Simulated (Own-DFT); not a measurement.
# Computed records: Si3N4 (beta silicon nitride, strained, atoms displaced)

Computed with Own-DFT development build. A calculation, not a measurement: plane-wave PBE density functional theory by an unreviewed code, no spin, of a simulated periodic cell, stress positive in tension, free energy of the whole cell less one offset for each atom, forces on such cells passed a denser k mesh, this cell's mesh not checked; offsets are fitted by least squares, one for each functional and potential file, so energies compare only between cells with the same atoms and settings and are not formation energies; the far tail of each file's local potential was reset to the Coulomb form; each entry is a single point on an unrelaxed cell, so the pressure reflects the starting lattice, mostly measured values (interpolated for alloys), from which strain is counted, and rises with the displacements; printed positions are rounded, which can move forces by about a meV/angstrom; the program, named Own-DFT, is a retired in-house code; no spin-orbit coupling; before rounding, a Quantum ESPRESSO 7.3.1 run of the same cell and cutoff gave forces within 1 meV/angstrom rms on each cell, which checks the program and not the settings.

Common to all runs: functional PBE; potential files PseudoDojo norm-conserving, scalar-relativistic, standard set; wave cutoff 42 hartree; occupations Fermi-Dirac; smearing width 0.1 eV; k mesh 3 x 3 x 3 centred on Gamma.

(1) 
```xyz
42
Lattice="7.5442 -0.0904 -0.1328 -3.8504 6.6921 0.0939 -0.1524 0.0365 8.8425" Properties=species:S:1:pos:R:3:force_x:R:1:force_y:R:1:force_z:R:1 formula=Si3N4 free_energy_of_cell_above_offsets=-1.984 pressure=4.84 stress_xx=-6.54 stress_yy=-0.66 stress_zz=-7.34 stress_yz=2.43 stress_xz=-8.2 stress_xy=-4.03
Si    -1.6637     5.1529     0.7899     -1.769     -0.788      0.867
Si     0.2090     2.6675     0.7455     -3.396      2.673      -3.12
Si     1.1885     5.5011     0.7083      1.648     -0.437      0.451
Si     5.3427     1.4558     2.2110     -6.138     -0.922     -7.502
Si     3.3928     3.9942     2.1322      2.036     -4.132      3.005
Si     2.3094     1.0517     2.1389      1.555      3.147       1.51
N      2.3508     0.1720     0.6915     -0.612     -0.831     -0.824
N      6.1120     1.8512     0.6531      2.556      1.406      2.335
N      2.6403     4.3761     0.7540     -1.848      1.863     -3.455
N      1.1516     6.4385     2.1897      0.815     -0.861      0.134
N     -2.5638     4.6937     2.2935      1.771      1.289     -1.052
N      0.8570     2.1257     2.0861      2.724     -1.304       5.16
N     -0.1544     4.4728     0.6753      1.793     -2.425      0.747
N      3.6998     2.1729     2.2375     -0.539       0.49     -1.185
Si    -1.6682     5.1522     3.7470       -0.6      1.461     -1.549
Si     0.1505     2.6797     3.6543      -1.02     -0.296     -1.445
Si     1.1839     5.5175     3.6672      0.108     -1.559     -0.429
Si     5.3231     1.4571     5.0840     -3.466      3.173     -1.431
Si     3.4118     4.0230     5.0358      2.586     -3.085      3.677
Si     2.2438     1.2774     5.1961      2.429     -3.715     -2.225
N      2.3603     0.2487     3.6397      -1.17     -1.955      1.078
N      6.0596     1.8657     3.4850       5.33      2.302      8.217
N      2.6197     4.3324     3.6669     -3.326      3.158     -2.834
N      1.2021     6.5416     5.0664      0.488     -4.207      1.657
N     -2.4253     4.6751     5.1402      -3.25     -0.531      2.811
N      0.9242     2.2451     5.1174     -2.822      0.541      1.528
N     -0.1766     4.3443     3.7117      2.271      1.836     -0.558
N      3.5982     2.1948     5.0437      3.358      2.408      1.008
Si    -1.8104     5.1801     6.7259      2.673      -0.92     -3.054
Si     0.0512     2.6667     6.6394      0.115      2.588     -0.203
Si     1.2362     5.5065     6.6143     -1.411      0.088     -0.043
Si     5.3166     1.5076     8.0680      -5.53     -1.466     -0.334
Si     3.3981     3.9400     8.1046     -1.355     -1.033     -0.341
Si     2.2167     1.1359     8.0879      1.067      1.342      -1.06
N      2.2890     0.1791     6.5405      -1.09      1.321      2.093
N      5.9814     1.8917     6.6129      2.904      0.906     -2.758
N      2.6200     4.4912     6.6211      0.773      0.181     -1.373
N      1.2017     6.4579     8.1190      0.124      0.287     -1.112
N     -2.5519     4.6716     8.1229     -1.314      0.219      1.995
N      0.8828     2.3320     8.1204      0.218     -1.857     -0.649
N     -0.1640     4.4333     6.6062       -0.1      0.254      0.318
N      3.5716     2.2175     8.0655      1.413     -0.604     -0.052
```

Units: free_energy_of_cell_above_offsets in eV; pressure, stress_xx, stress_yy, stress_zz, stress_yz, stress_xz, stress_xy in GPa; force_x, force_y, force_z in eV/Å.

(2) 
```xyz
42
Lattice="7.5149 -0.0001 0.1158 -3.7575 6.5089 -0.0797 0.1329 -0.0289 8.6055" Properties=species:S:1:pos:R:3:force_x:R:1:force_y:R:1:force_z:R:1 formula=Si3N4 free_energy_of_cell_above_offsets=-0.427 pressure=19.48 stress_xx=-18.74 stress_yy=-14.49 stress_zz=-25.22 stress_yz=-2.88 stress_xz=0.19 stress_xy=0.89
Si    -1.5581     5.0664     0.7094      -1.15     -3.224     -0.428
Si     0.2339     2.6723     0.7421     -1.205      1.493     -2.679
Si     1.4194     5.3877     0.6949     -2.809      1.501     -1.548
Si     5.4188     1.4983     2.2873     -3.599      0.926     -2.765
Si     3.4081     3.9173     2.1107      6.198     -2.365      5.233
Si     2.2890     1.1713     2.2737      6.783     -1.865     -3.905
N      2.4442     0.1432     0.7267     -0.644      4.147      1.834
N      6.1845     1.9607     0.7755      0.642      0.415      1.756
N      2.7059     4.2843     0.7841     -3.586      2.713     -3.522
N      1.3900     6.3388     2.0761      1.037     -0.641      2.577
N     -2.4325     4.5831     2.1361     -0.415      0.086     -0.563
N      1.0513     2.0949     2.0353      -4.57      3.062      3.643
N     -0.0088     4.3992     0.6546       1.62     -1.787      0.655
N      3.7313     2.2714     2.2234      0.688     -3.217      0.227
Si    -1.5538     5.0153     3.5336     -0.551      0.364      0.561
Si     0.2317     2.6602     3.6265      0.659      1.348     -1.898
Si     1.4177     5.3024     3.6247      1.159      2.271     -3.723
Si     5.4301     1.5894     5.0922     -2.223     -4.236      1.302
Si     3.5946     3.8272     5.0740      0.964     -0.267     -1.227
Si     2.5683     1.1797     5.0049     -4.304     -2.182      1.978
N      2.3806     0.2324     3.6062     -0.136     -1.475      1.517
N      6.1770     1.9363     3.7188      2.885      1.567     -2.418
N      2.7697     4.3223     3.5915     -0.019      0.082      2.097
N      1.3958     6.2233     4.9276        1.2       4.69      3.395
N     -2.3514     4.5898     5.0751     -1.359     -1.048     -4.618
N      1.0780     2.1950     4.9841      1.165     -0.826      1.308
N      0.0636     4.4568     3.4824     -3.195     -4.926      0.116
N      3.8547     2.1062     5.1199      1.767      3.703     -0.772
Si    -1.5230     4.9536     6.4085      2.921      2.633      3.113
Si     0.2493     2.5725     6.5294      2.916      2.924     -2.147
Si     1.5483     5.4040     6.4126     -1.964     -1.534      0.412
Si     5.4877     1.5933     7.9675     -2.937     -1.702     -0.272
Si     3.5956     3.8721     7.9904      3.113     -2.668     -2.474
Si     2.4579     1.0343     7.9210      2.499      3.214      2.183
N      2.4927     0.2976     6.5193     -0.853     -4.651     -4.579
N      6.2427     1.9469     6.4665       0.42     -0.022      1.858
N      2.8991     4.2852     6.5069      -2.54      2.057      0.304
N      1.4739     6.3453     7.8140      1.543       0.03      1.578
N     -2.2963     4.5089     7.8855     -0.409      0.426      0.175
N      1.1471     2.1250     7.8957     -0.916      0.186      0.524
N      0.1094     4.3568     6.4500     -0.093     -1.206     -0.115
N      3.8743     2.1677     7.8499     -0.699      0.003      1.308
```

Units: free_energy_of_cell_above_offsets in eV; pressure, stress_xx, stress_yy, stress_zz, stress_yz, stress_xz, stress_xy in GPa; force_x, force_y, force_z in eV/Å.

(3) 
```xyz
42
Lattice="7.7144 -0.1178 0.0425 -3.9592 6.7542 -0.1303 0.0488 -0.1445 8.8380" Properties=species:S:1:pos:R:3:force_x:R:1:force_y:R:1:force_z:R:1 formula=Si3N4 free_energy_of_cell_above_offsets=-1.991 pressure=-1.37 stress_xx=0.13 stress_yy=4.57 stress_zz=-0.58 stress_yz=-4.06 stress_xz=3.56 stress_xy=-6.32
Si    -1.6854     5.1513     0.6330      1.105      0.271      0.508
Si     0.1998     2.7702     0.7067      0.736     -0.596      2.198
Si     1.3461     5.5511     0.5864     -0.967     -1.381      2.297
Si     5.4713     1.4163     2.2289      0.508     -0.417     -0.633
Si     3.5889     3.9364     2.1667      0.015     -1.407     -0.386
Si     2.5205     1.1431     2.1507     -5.055     -2.561      3.101
N      2.3966     0.1228     0.8482     -0.246      0.192     -4.302
N      6.3490     1.9129     0.7548     -1.079     -0.825      0.144
N      2.7066     4.4589     0.7084      1.149     -0.417     -1.421
N      1.3098     6.4145     2.1454      1.207      1.403     -0.646
N     -2.4567     4.6429     2.0764     -2.055     -1.012      0.871
N      0.9985     2.1419     2.2370      0.323      0.099     -1.191
N     -0.0578     4.4741     0.7125      0.157      0.488     -0.976
N      3.8608     1.9835     2.1687      3.295      5.966      0.119
Si    -1.7132     5.0760     3.5862      3.987       1.96     -1.902
Si     0.1424     2.6203     3.7184      3.753      3.399     -2.812
Si     1.3826     5.5176     3.6347     -1.379     -3.436     -1.859
Si     5.5119     1.4458     5.0207     -4.474     -2.834      7.982
Si     3.5838     3.9021     5.1424      2.098     -2.051     -4.229
Si     2.4886     1.0910     5.1503     -1.408     -2.257     -1.862
N      2.4903     0.0859     3.6046     -0.515      0.754      1.678
N      6.3565     1.8509     3.7862     -0.809      0.044     -5.851
N      2.7299     4.3535     3.6356      1.445      0.242      0.095
N      1.3754     6.2955     5.0880      0.674      4.581      0.163
N     -2.4559     4.6786     5.0083     -2.372     -1.388      2.269
N      0.9699     2.1102     5.0859          2     -1.344      2.528
N      0.0086     4.4075     3.6017     -1.835     -0.721      0.415
N      3.8378     2.0824     5.1456      1.745          2     -0.473
Si    -1.7190     5.1086     6.5452      2.332     -1.712       0.02
Si     0.1921     2.5582     6.5797      0.254      2.259      0.728
Si     1.3533     5.4831     6.5662      0.038     -3.189     -2.094
Si     5.5446     1.2976     8.1148     -1.443      2.066     -0.041
Si     3.6147     3.8195     7.9873      0.001     -1.525      1.631
Si     2.3437     1.0324     8.1192      6.493     -3.498      0.013
N      2.5667     0.0100     6.5699     -1.392      2.792      1.506
N      6.2912     1.8307     6.6380      0.526     -0.446     -0.841
N      2.8741     4.3818     6.4979     -2.701      1.665      4.051
N      1.3454     6.3429     7.9638      0.932      1.352      2.469
N     -2.5147     4.5844     8.0568      0.673      1.018     -1.787
N      1.0829     1.9974     8.1306     -4.147      3.019     -1.666
N      0.0128     4.4052     6.6591     -1.316     -2.022     -0.396
N      3.9418     2.0671     8.0398     -2.251     -0.536      0.582
```

Units: free_energy_of_cell_above_offsets in eV; pressure, stress_xx, stress_yy, stress_zz, stress_yz, stress_xz, stress_xy in GPa; force_x, force_y, force_z in eV/Å.

(4) 
```xyz
42
Lattice="7.7366 -0.0008 0.0659 -3.8690 6.4608 0.0199 0.0756 0.0700 8.7248" Properties=species:S:1:pos:R:3:force_x:R:1:force_y:R:1:force_z:R:1 formula=Si3N4 free_energy_of_cell_above_offsets=-2.091 pressure=9.98 stress_xx=-0.31 stress_yy=-19.54 stress_zz=-10.09 stress_yz=3.13 stress_xz=3.15 stress_xy=-2.56
Si    -1.6776     4.9005     0.7712      3.394      1.971     -3.464
Si     0.2194     2.5972     0.7496     -0.142     -0.315      1.262
Si     1.4112     5.3442     0.7666     -0.555     -2.858       3.25
Si     5.4525     1.4312     2.2770      1.858      5.951     -1.616
Si     3.5830     3.8142     2.2807      2.073      1.233     -2.867
Si     2.5224     1.1636     2.2469     -2.587      0.785     -1.496
N      2.4138     0.2395     0.8090      0.121     -0.922     -1.431
N      6.3733     1.9071     0.7607     -1.948     -1.055     -0.401
N      2.7901     4.2912     0.8112      0.343      0.737     -0.082
N      1.4925     6.3093     2.3247     -0.586     -2.386     -3.665
N     -2.4252     4.5342     2.1241     -2.994     -1.356      5.041
N      1.0796     2.1989     2.2024     -0.158     -0.682      0.574
N      0.0113     4.2648     0.8000     -1.008      2.533     -0.288
N      3.8613     2.1674     2.2023      2.264      -0.78       0.51
Si    -1.6147     5.0388     3.6204      1.322     -0.733      0.225
Si     0.1105     2.6620     3.6458      7.942      2.219     -0.644
Si     1.3897     5.4363     3.6765      2.394     -3.455      1.528
Si     5.5476     1.5197     5.2351     -1.123      0.529     -3.686
Si     3.6894     3.8470     5.1261     -0.716      2.021      1.023
Si     2.4336     1.1690     5.0932      0.874      0.333      2.122
N      2.5112     0.3001     3.6760     -0.129     -2.512      -0.45
N      6.4503     1.9948     3.6733     -7.643     -3.232      1.041
N      2.8841     4.3704     3.6278     -1.399      1.283       3.65
N      1.4925     6.2410     5.1358      0.427      3.435      0.716
N     -2.4379     4.6341     5.1272     -1.006     -1.019     -1.692
N      1.0589     2.1410     5.0512     -1.766      0.894      1.719
N      0.1305     4.3975     3.6923     -4.622     -1.224     -0.239
N      3.8784     2.1682     5.1656      1.755     -1.026     -0.174
Si    -1.6177     5.0277     6.5612      0.982     -0.851       0.98
Si     0.2541     2.7262     6.5973      1.604     -1.537     -1.597
Si     1.4259     5.4796     6.6113      0.543     -5.754     -0.248
Si     5.5149     1.5368     7.9350     -1.248      0.583      5.628
Si     3.7456     3.8620     8.0902     -2.236       5.87     -0.099
Si     2.4272     1.2946     8.0646      3.169     -3.039     -0.266
N      2.5083     0.2197     6.5945     -0.136      2.963      0.222
N      6.3853     1.9848     6.6148      1.226      0.313     -0.838
N      2.8727     4.3170     6.6551     -0.989      1.613     -1.509
N      1.4501     6.2296     8.0883      0.069      4.637     -1.764
N     -2.4638     4.5922     8.0203      1.436      0.401      0.175
N      1.1366     2.2907     8.0321     -2.152      0.261     -1.053
N      0.0246     4.3553     6.5409     -0.598      2.117      0.325
N      3.8784     2.3163     8.0676      1.949     -7.947     -0.424
```

Units: free_energy_of_cell_above_offsets in eV; pressure, stress_xx, stress_yy, stress_zz, stress_yz, stress_xz, stress_xy in GPa; force_x, force_y, force_z in eV/Å.
